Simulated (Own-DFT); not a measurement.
# Response to strain: wurtzite GaN, 72 atoms (Ga36N36)

Calculated results; nothing here was measured. They come from Own-DFT, an in-house plane-wave density functional program, since retired, whose code no person has reviewed. Each row is one single-point run on a periodic cell that was not relaxed, without spin or spin-orbit coupling.

Settings of every run: PBE; PseudoDojo norm-conserving scalar-relativistic files (stringent for Ga); cutoff 96 hartree; 4 x 4 x 3 k mesh centred on Gamma; Gaussian smearing of 0.01 eV.

Known limits: forces not confirmed at this smearing and k mesh; stress not checked against mesh or cutoff.

Unstrained cell vectors in Å: (9.567, 0.000, 0.000); (-4.783, 8.285, 0.000); (0.000, 0.000, 10.370). The unstrained cell has measured lattice constants (interpolated for alloys), not those of this functional. That, the random moves and any unrelaxed bonds set the pressure at no strain. Each run strains this cell uniformly, with the atoms carried along. Every atom was also moved at random, by a Gaussian of width 0.05 Å on each axis. Strain is the symmetric tensor, in per cent. Stress is positive in tension, and the pressure is minus a third of its trace.

```
run,e_xx (%),e_yy (%),e_zz (%),e_yz (%),e_xz (%),e_xy (%),s_xx (GPa),s_yy (GPa),s_zz (GPa),s_yz (GPa),s_xz (GPa),s_xy (GPa),P (GPa),E (meV/atom)
1,-1.76,-0.70,1.48,1.85,-1.24,1.94,-13.79,-12.32,-3.32,4.55,-3.18,6.24,9.81,46.3
2,-0.08,-1.57,1.10,-1.41,-1.88,0.58,-9.35,-12.93,-4.10,-2.47,-4.43,2.04,8.79,44.5
3,-0.80,0.50,1.48,0.57,-0.81,0.48,-9.33,-3.24,-1.88,1.14,-0.88,0.60,4.82,13.1
4,0.54,1.94,1.21,0.15,-0.03,0.39,-1.94,1.64,-0.08,-0.14,0.43,0.46,0.13,2.7
5,0.61,-0.82,-1.93,0.16,0.22,-1.74,-6.78,-11.54,-15.92,-0.25,0.20,-5.47,11.42,26.5
6,-1.39,1.67,0.27,-1.58,1.11,0.38,-12.35,-1.63,-6.35,-3.06,2.86,0.30,6.78,36.9
7,-0.08,-0.84,-0.03,1.35,-0.75,0.49,-10.78,-9.38,-7.47,2.47,-1.51,2.00,9.21,32.7
8,-1.10,0.31,-0.47,1.93,0.89,0.77,-12.13,-6.12,-10.82,3.50,2.22,2.80,9.69,28.3
9,-1.17,-1.31,1.87,-1.34,-0.15,-1.12,-14.74,-11.21,-1.46,-3.68,-1.37,-5.26,9.13,39.6
10,-0.32,1.43,1.16,-1.78,1.11,1.15,-6.31,-1.73,-1.59,-4.11,2.55,3.22,3.21,16.7
11,1.50,1.54,1.42,1.57,-0.60,0.00,1.04,1.38,0.44,2.79,-0.84,0.68,-0.95,10.7
12,0.80,-1.65,1.30,-0.46,-1.66,0.96,-4.75,-13.38,-1.60,0.06,-3.79,2.28,6.58,21.4
13,0.92,1.03,0.83,0.98,-0.43,-0.96,-0.75,-1.32,-2.41,1.27,-0.96,-2.36,1.49,0.0
14,2.00,-1.30,-0.66,1.19,1.10,-1.48,-1.01,-12.58,-8.62,2.60,2.42,-4.94,7.40,31.7
15,-0.91,0.82,0.57,-1.12,1.04,-1.61,?,?,?,?,?,?,?,?
```

E is the free energy for each atom above the lowest run shown.

## Worked fit

Each stress component was fitted by least squares to a constant and the strains of the runs shown, as fractions, with shears doubled. Shear strains stay in the fit of a normal stress only where such slopes are resolved. The slopes, in GPa:

| stress | at no strain | per e_xx | per e_yy | per e_zz | scatter |
|---|---|---|---|---|---|
| s_xx | -7.7 | 442 ± 26 | 128 ± 22 | 64 ± 28 | 1.03 |
| s_yy | -7.2 | 64 ± 29 | 415 ± 24 | 62 ± 31 | 1.13 |
| s_zz | -7.4 | 104 ± 12 | 59 ± 10 | 429 ± 13 | 0.47 |

Each shear stress against twice its own strain: yz 100 ± 5, xz 106 ± 9, xy 167 ± 11 GPa. These are stiffnesses along x, y and z of the frame in which the cell vectors are given, which need not be the crystal's axes. The atoms are held to the strained lattice; where symmetry lets them move under strain, relaxing them would lower some slopes. The table should be nearly symmetric about its diagonal, and what it lacks of that shows the noise. A ninth of its sum, 196 ± 5 GPa, estimates the bulk modulus near the mean pressure of these runs, 6.3 GPa, so it lies above the value at zero pressure.

## Withheld run

Question: what normal stresses and pressure should run 15 give?

The fit gives s_xx = -10.3, s_yy = -4.0, s_zz = -5.4 and P = 6.6 GPa. The calculation gave -9.04, -4.99, -4.63 and P = 6.22 GPa.
